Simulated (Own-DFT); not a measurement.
# Which defects push the lattice out? 2H SiC

Source: density functional calculations with Own-DFT, an unreviewed in-house program that is no longer used. Nothing was measured or relaxed, and spin and spin-orbit coupling are left out.

Settings: PBE; PseudoDojo norm-conserving scalar-relativistic files; cutoff 42 hartree; 4 x 4 x 3 k mesh centred on Gamma; Fermi-Dirac smearing of 0.1 eV.

Limits (not all hold for every row): a neutral cation vacancy leaves holes that likely carry spin, which these runs leave out; not probed for a lower state with spin; forces on such cells moved up to 12 meV/angstrom on a denser k mesh; forces on such cells passed a denser k mesh, each cell not checked; stress not checked against mesh or cutoff.

All runs share one cell, with vectors in Å (9.248, 0.000, 0.000); (-4.624, 8.009, 0.000); (0.000, 0.000, 10.068) and a volume of 745.7 Å³. u is the rms random offset of the atoms per axis. The defect's site can differ from row to row.

| cell | formula | u (Å) | P (GPa) |
|---|---|---|---|
| no defect | C36Si36 | 0.0297 | 3.78 |
| no defect | C36Si36 | 0.0305 | 3.88 |
| no defect | C36Si36 | 0.0594 | 5.75 |
| one Si vacancy | C36Si35 | 0.0479 | 4.47 |
| one Si vacancy | C36Si35 | 0.0483 | 4.21 |
| one Si vacancy | C36Si35 | 0.0496 | ? |
| one Si vacancy | C36Si35 | 0.0516 | 4.53 |
| one C on a Si site and one Si on a C site | C36Si36 | 0.0302 | 7.49 |
| one C on a Si site and one Si on a C site | C36Si36 | 0.0309 | 7.27 |
| one C on a Si site and one Si on a C site | C36Si36 | 0.0499 | 8.58 |
| one C on a Si site | C37Si35 | 0.0308 | 2.03 |
| one C on a Si site | C37Si35 | 0.0316 | 1.92 |
| one C on a Si site | C37Si35 | 0.0519 | 3.42 |
| two Al on a Si site each | Al2C36Si34 | 0.0307 | 5.86 |
| two Al on a Si site each | Al2C36Si34 | 0.0517 | 7.91 |
| two Al on a Si site each | Al2C36Si34 | 0.0527 | 7.55 |

## What the rows give

P = P0 + c u² + a shift for each defect gives P0 = 3.01 GPa, c = 820 ± 61 GPa/Å² and a scatter of 0.20 GPa. The shifts, and each times the cell's volume:

- one C on a Si site and one Si on a C site: 3.58 ± 0.16 GPa, 16.7 eV
- two Al on a Si site each: 2.35 ± 0.16 GPa, 10.9 eV (5.5 eV for each of its 2 sites)
- one Si vacancy: -0.60 ± 0.16 GPa, -2.8 eV
- one C on a Si site: -1.82 ± 0.16 GPa, -8.5 eV

A positive shift means that the defect pushes the cell outwards. Shift times volume (160.2 GPa Å³ is 1 eV) depends little on the cell's size, so, taken for each site, it can be compared between cells at like pressure. The atoms around the defects weren't relaxed, which would change these numbers.

## Check

Asked: what pressure belongs in the blank (one Si vacancy, u = 0.0496 Å)?

The fit gives 4.43 ± 0.23 GPa. The hidden result is 4.58 GPa.
